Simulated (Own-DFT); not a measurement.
# Response to strain: wurtzite GaN, 96 atoms (Ga48N48)

These are calculations, not measurements. They come from Own-DFT, an in-house plane-wave density functional program, since retired, whose code no person has reviewed. Each row is one single-point run on a periodic cell that was not relaxed, without spin or spin-orbit coupling.

Settings of every run: PBE; PseudoDojo norm-conserving scalar-relativistic files (stringent for Ga); cutoff 96 hartree; 3 x 4 x 3 k mesh centred on Gamma; Gaussian smearing of 0.01 eV.

Known limits: forces on such cells passed a denser k mesh, each cell not checked; stress not checked against mesh or cutoff.

Unstrained cell vectors in Å: (12.756, 0.000, 0.000); (-4.783, 8.285, 0.000); (0.000, 0.000, 10.370). The unstrained cell has measured lattice constants (interpolated for alloys), not those of this functional. That, the random moves and any unrelaxed bonds set the pressure at no strain. Each run strains this cell uniformly, with the atoms carried along. Every atom was also moved at random, by a Gaussian of width 0.05 Å on each axis. Strain is the symmetric tensor, in per cent. Stress is positive in tension, and the pressure is minus a third of its trace.

```
run  e_xx (%)  e_yy (%)  e_zz (%)  e_yz (%)  e_xz (%)  e_xy (%)  s_xx (GPa)  s_yy (GPa)  s_zz (GPa)  s_yz (GPa)  s_xz (GPa)  s_xy (GPa)  P (GPa)  E (meV/atom)
  1     -0.40      1.61     -1.47      0.20      1.61     -0.86       -7.69       -1.40      -13.05        0.59        2.94       -1.91     7.38           2.7
  2     -1.05      0.36      0.48     -1.36     -0.65      0.50       -9.91       -8.35       -5.38       -4.14       -1.57        0.35     7.88          20.1
  3      1.55     -0.30      1.00     -0.18      1.52     -1.24       -0.83       -6.61       -2.54       -0.89        2.61       -4.01     3.32           7.3
  4     -0.07     -0.42      0.96     -0.48     -1.40      1.02       -7.67       -8.66       -2.27       -0.19       -2.36        2.62     6.20           7.4
  5     -0.50      0.81      1.21     -1.16     -1.12     -0.62       -7.39       -4.41       -1.64       -2.85       -2.94       -1.85     4.48           4.9
  6     -0.06      0.39     -1.67     -1.28      0.88     -0.34       -8.29       -6.39      -15.61       -2.56        2.51       -0.82    10.10          17.9
  7      1.72      0.79     -0.85     -0.67      0.68     -1.88        0.70       -2.53      -10.46       -1.75        1.72       -4.71     4.10           0.0
  8      1.67      0.04     -1.52      1.41     -0.28      1.98       -3.51       -6.12      -14.32        3.74       -0.95        7.49     7.98          35.0
  9     -0.82      0.84      0.63     -0.82     -1.23      1.41       -8.27       -5.17       -4.36       -2.15       -2.52        4.71     5.94           4.6
 10     -1.11      1.97      1.77     -1.73      1.62     -1.01       -8.92       -0.63        0.82       -3.71        3.45       -2.74     2.91          20.4
 11      1.36     -0.23     -0.88      0.15      0.74      0.08       -1.59       -7.29      -12.72        0.22        1.58        0.42     7.20          19.7
 12      0.72     -0.36     -1.26     -0.38     -0.02     -1.73       -4.62       -9.55      -13.77       -0.60        0.35       -5.76     9.31          20.4
 13     -1.99     -1.91      0.86      1.78     -1.32      0.83      -17.37      -17.81       -7.03        4.18       -3.53        3.23    14.07          41.7
 14     -0.12     -0.03      0.83      0.50      1.10     -1.17       -7.01       -6.35       -4.54        0.84        2.75       -3.98     5.97           5.0
 15     -0.39      0.85      1.44     -0.97     -1.02     -1.25       -6.74       -3.69       -0.89       -1.76       -1.78       -3.97     3.77           5.8
 16     -1.84      0.20     -1.84      0.26     -1.77     -1.25      -17.81       -8.59      -17.90        0.50       -3.81       -3.82    14.77          41.6
 17      1.21      1.19     -0.72     -0.25     -1.84     -1.70           ?           ?           ?           ?           ?           ?        ?             ?
```

E is the free energy for each atom above the lowest run shown.

## Worked fit

Each stress component was fitted by least squares to a constant and the strains of the runs shown, as fractions, with shears doubled. Shear strains stay in the fit of a normal stress only where such slopes are resolved. The slopes, in GPa:

| stress | at no strain | per e_xx | per e_yy | per e_zz | scatter |
|---|---|---|---|---|---|
| s_xx | -7.3 | 425 ± 23 | 124 ± 28 | 87 ± 21 | 1.00 |
| s_yy | -7.6 | 113 ± 15 | 416 ± 19 | 27 ± 14 | 0.68 |
| s_zz | -8.0 | 52 ± 15 | 89 ± 20 | 476 ± 14 | 0.69 |

Each shear stress against twice its own strain: yz 119 ± 11, xz 104 ± 7, xy 158 ± 7 GPa. These are stiffnesses along x, y and z of the frame in which the cell vectors are given, which need not be the crystal's axes. The atoms are held to the strained lattice; where symmetry lets them move under strain, relaxing them would lower some slopes. The table should be nearly symmetric about its diagonal, and what it lacks of that shows the noise. A ninth of its sum, 201 ± 6 GPa, estimates the bulk modulus near the mean pressure of these runs, 7.2 GPa, so it lies above the value at zero pressure.

## Withheld run

Question: what normal stresses and pressure should run 17 give?

The fit gives s_xx = -1.3, s_yy = -1.4, s_zz = -9.7 and P = 4.2 GPa. The calculation gave -1.41, -2.21, -8.64 and P = 4.09 GPa.
